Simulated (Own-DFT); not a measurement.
Si3N4 (beta silicon nitride, atoms displaced) (calculated)

All values are calculated (Own-DFT development build). A calculation, not a measurement: plane-wave PBE density functional theory by an unreviewed code, no spin, of a simulated periodic cell, stress positive in tension, free energy of the whole cell less one offset for each atom, forces on such cells passed a denser k mesh, this cell's mesh not checked; offsets are fitted by least squares, one for each functional and potential file, so energies compare only between cells with the same atoms and settings and are not formation energies; the far tail of each file's local potential was reset to the Coulomb form; each entry is a single point on an unrelaxed cell, so the pressure reflects the starting lattice, mostly measured values (interpolated for alloys), from which strain is counted, and rises with the displacements; printed positions are rounded, which can move forces by about a meV/angstrom; the program, named Own-DFT, is a retired in-house code; no spin-orbit coupling.

Settings shared by all entries: functional PBE; potential files PseudoDojo norm-conserving, scalar-relativistic, standard set; wave cutoff 42 hartree; occupations Fermi-Dirac; smearing width 0.1 eV; k mesh 3 x 3 x 3 centred on Gamma.

(1) Si3N4 (beta silicon nitride, atoms displaced)

```cif
# cell vector a (Å): 7.6060 0.0000 0.0000
# cell vector b (Å): -3.8030 6.5870 0.0000
# cell vector c (Å): 0.0000 0.0000 8.7270
data_Si3N4
_symmetry_space_group_name_H-M 'P 1'
_symmetry_Int_Tables_number 1
_cell_length_a 7.6060
_cell_length_b 7.6060
_cell_length_c 8.7270
_cell_angle_alpha 90.000
_cell_angle_beta 90.000
_cell_angle_gamma 120.000
_cell_volume 437.23
loop_
_atom_site_label
_atom_site_type_symbol
_atom_site_fract_x
_atom_site_fract_y
_atom_site_fract_z
_atom_site_occupancy
Si1 Si 0.17219 0.76416 0.08049 1
Si2 Si 0.23052 0.40334 0.08435 1
Si3 Si 0.59613 0.82734 0.08517 1
Si4 Si 0.82738 0.23067 0.25002 1
Si5 Si 0.77049 0.59170 0.24840 1
Si6 Si 0.40286 0.17413 0.25310 1
N1 N 0.33110 0.02557 0.08489 1
N2 N 0.96980 0.30340 0.08227 1
N3 N 0.70319 0.66889 0.08193 1
N4 N 0.66828 0.96748 0.24887 1
N5 N 0.02410 0.69601 0.24908 1
N6 N 0.30052 0.33414 0.25061 1
N7 N 0.33471 0.66815 0.08165 1
N8 N 0.66835 0.33416 0.24993 1
Si7 Si 0.17195 0.76414 0.41673 1
Si8 Si 0.22878 0.40402 0.41906 1
Si9 Si 0.59682 0.82493 0.41923 1
Si10 Si 0.82522 0.22992 0.58426 1
Si11 Si 0.77537 0.59842 0.58076 1
Si12 Si 0.40262 0.16914 0.58062 1
N9 N 0.33144 0.03593 0.42061 1
N10 N 0.96637 0.29897 0.41502 1
N11 N 0.69982 0.67322 0.41573 1
N12 N 0.66759 0.96908 0.58463 1
N13 N 0.03162 0.69261 0.58403 1
N14 N 0.30024 0.32942 0.58051 1
N15 N 0.32998 0.67075 0.41877 1
N16 N 0.66685 0.32754 0.58233 1
Si13 Si 0.17055 0.76779 0.74956 1
Si14 Si 0.22902 0.40222 0.74849 1
Si15 Si 0.59672 0.83305 0.74941 1
Si16 Si 0.82378 0.22289 0.91455 1
Si17 Si 0.76583 0.59681 0.91656 1
Si18 Si 0.40289 0.17714 0.91412 1
N17 N 0.33269 0.03487 0.74211 1
N18 N 0.96487 0.29979 0.74781 1
N19 N 0.69627 0.66630 0.75250 1
N20 N 0.66999 0.96836 0.91417 1
N21 N 0.02840 0.69526 0.91762 1
N22 N 0.30074 0.33308 0.91542 1
N23 N 0.33239 0.67128 0.74820 1
N24 N 0.66366 0.33252 0.92105 1
```

The calculation gives: free energy of cell above offsets -7.152 eV; pressure 5.7 GPa; stress xx -5.92 GPa; stress yy -3.74 GPa; stress zz -7.45 GPa; stress yz -0.39 GPa; stress xz -0.98 GPa; stress xy 0.19 GPa.

Force:
```
element  x (eV/Å)  y (eV/Å)  z (eV/Å)
     Si     0.167      0.27     0.862
     Si    -0.326     1.058    -0.426
     Si    -0.087    -0.943    -0.729
     Si    -0.932    -0.051    -0.506
     Si    -1.338    -0.139      0.12
     Si     0.829     0.213    -0.919
      N    -0.562     0.881    -0.428
      N     0.247    -0.519    -0.138
      N    -1.114     0.801     0.735
      N     0.239     0.601     0.803
      N     1.696     0.928     0.298
      N     0.281    -0.437     0.221
      N     0.291    -0.677     0.156
      N    -0.467    -0.787     0.158
     Si    -0.563     1.196    -0.504
     Si    -0.345     0.963     -0.67
     Si    -1.489      0.22    -0.635
     Si    -0.542     0.069    -0.896
     Si     -1.19    -1.707     0.857
     Si     0.687     2.428     0.498
      N    -0.381    -2.499     -1.93
      N     0.795     0.053     0.688
      N     1.285    -0.745     0.064
      N     0.438     0.391    -0.607
      N    -0.671     0.338    -0.449
      N    -0.226     0.025     0.741
      N     1.818        -1    -0.197
      N     -1.02     1.445    -0.067
     Si     0.845     0.509     0.488
     Si    -0.332     1.451    -0.214
     Si    -0.259     -2.34    -0.019
     Si    -1.348     2.054     0.639
     Si     1.028    -1.385    -0.048
     Si     1.188    -0.753     0.467
      N    -0.557     -1.57     2.382
      N      1.33     0.143      0.56
      N    -0.167     0.741    -1.479
      N     0.165    -0.194     1.068
      N    -0.375      0.31    -0.838
      N    -0.414    -0.281      0.17
      N     0.701    -0.905     0.138
      N     0.672    -0.156    -0.411
```

(2) Si3N4 (beta silicon nitride, atoms displaced)

```cif
# cell vector a (Å): 7.6060 0.0000 0.0000
# cell vector b (Å): -3.8030 6.5870 0.0000
# cell vector c (Å): 0.0000 0.0000 8.7270
data_Si3N4
_symmetry_space_group_name_H-M 'P 1'
_symmetry_Int_Tables_number 1
_cell_length_a 7.6060
_cell_length_b 7.6060
_cell_length_c 8.7270
_cell_angle_alpha 90.000
_cell_angle_beta 90.000
_cell_angle_gamma 120.000
_cell_volume 437.23
loop_
_atom_site_label
_atom_site_type_symbol
_atom_site_fract_x
_atom_site_fract_y
_atom_site_fract_z
_atom_site_occupancy
Si1 Si 0.17234 0.76803 0.08380 1
Si2 Si 0.23708 0.40826 0.08568 1
Si3 Si 0.59404 0.82450 0.08140 1
Si4 Si 0.82899 0.23281 0.25224 1
Si5 Si 0.77172 0.60074 0.24518 1
Si6 Si 0.39979 0.17172 0.24968 1
N1 N 0.33427 0.03001 0.08725 1
N2 N 0.96214 0.29874 0.08510 1
N3 N 0.69877 0.66766 0.08156 1
N4 N 0.66676 0.96832 0.24884 1
N5 N 0.03737 0.69897 0.25093 1
N6 N 0.29670 0.32795 0.25191 1
N7 N 0.33426 0.66797 0.08247 1
N8 N 0.66878 0.33516 0.24761 1
Si7 Si 0.17071 0.76724 0.41578 1
Si8 Si 0.22895 0.40115 0.41675 1
Si9 Si 0.60113 0.83039 0.41435 1
Si10 Si 0.82729 0.23073 0.58388 1
Si11 Si 0.76706 0.59362 0.58211 1
Si12 Si 0.40513 0.17308 0.58243 1
N9 N 0.33586 0.03694 0.42116 1
N10 N 0.97163 0.30302 0.41211 1
N11 N 0.69880 0.66936 0.41466 1
N12 N 0.66779 0.96760 0.57964 1
N13 N 0.02841 0.69804 0.58461 1
N14 N 0.29929 0.32877 0.58133 1
N15 N 0.33476 0.66785 0.41880 1
N16 N 0.66464 0.32871 0.58055 1
Si13 Si 0.17639 0.77132 0.74954 1
Si14 Si 0.22877 0.40077 0.74468 1
Si15 Si 0.59462 0.82321 0.74784 1
Si16 Si 0.82661 0.23047 0.91673 1
Si17 Si 0.77382 0.59753 0.91800 1
Si18 Si 0.40115 0.16774 0.91896 1
N17 N 0.33307 0.03308 0.74938 1
N18 N 0.96804 0.30175 0.75300 1
N19 N 0.69577 0.67047 0.75215 1
N20 N 0.66631 0.96701 0.91595 1
N21 N 0.03036 0.69587 0.91644 1
N22 N 0.29941 0.32792 0.91417 1
N23 N 0.33250 0.66882 0.75227 1
N24 N 0.66749 0.33343 0.91877 1
```

The calculation gives: free energy of cell above offsets -7.256 eV; pressure 5.46 GPa; stress xx -5.29 GPa; stress yy -3.15 GPa; stress zz -7.94 GPa; stress yz -0.6 GPa; stress xz -0.21 GPa; stress xy 0.71 GPa.

Force:
```
element  x (eV/Å)  y (eV/Å)  z (eV/Å)
     Si     1.207    -0.124    -0.287
     Si    -1.519    -0.414    -1.143
     Si    -0.408     0.368     0.209
     Si    -1.797    -0.451    -1.141
     Si     0.702    -1.702     1.284
     Si     1.819     1.234     0.997
      N    -0.624    -0.855    -0.802
      N     2.412     0.803    -0.405
      N    -0.217     0.655     0.004
      N     0.452     0.544    -0.265
      N    -1.933    -0.244    -0.621
      N     0.225    -0.189    -0.494
      N    -0.053    -0.343     0.089
      N    -0.722     0.102     0.237
     Si     1.746     0.713     1.239
     Si    -0.064     1.843    -0.091
     Si    -1.393    -1.254    -0.031
     Si    -0.579     0.031    -0.379
     Si    -0.167     -0.63     0.393
     Si     0.454     0.771     0.863
      N    -0.621     -2.14    -1.664
      N      0.04    -0.352     1.941
      N     0.625     0.053    -0.118
      N     0.515     0.823     0.898
      N    -0.146     0.236    -0.275
      N    -0.002    -0.235     0.085
      N     0.042    -0.321    -0.145
      N     0.139     1.078     0.263
     Si     0.183    -0.346    -0.052
     Si    -0.151     1.373      1.54
     Si    -1.274     0.564      0.23
     Si    -1.104    -0.188     0.736
     Si    -0.785    -1.471    -0.845
     Si     0.914     1.661     -0.37
      N    -0.326    -0.745      0.26
      N     0.604    -0.151    -1.231
      N      1.67    -0.824    -0.589
      N     0.295     0.467    -0.364
      N     0.201     0.794     0.114
      N    -0.352    -0.076     0.575
      N      0.43    -0.949    -0.347
      N    -0.439     -0.11    -0.298
```
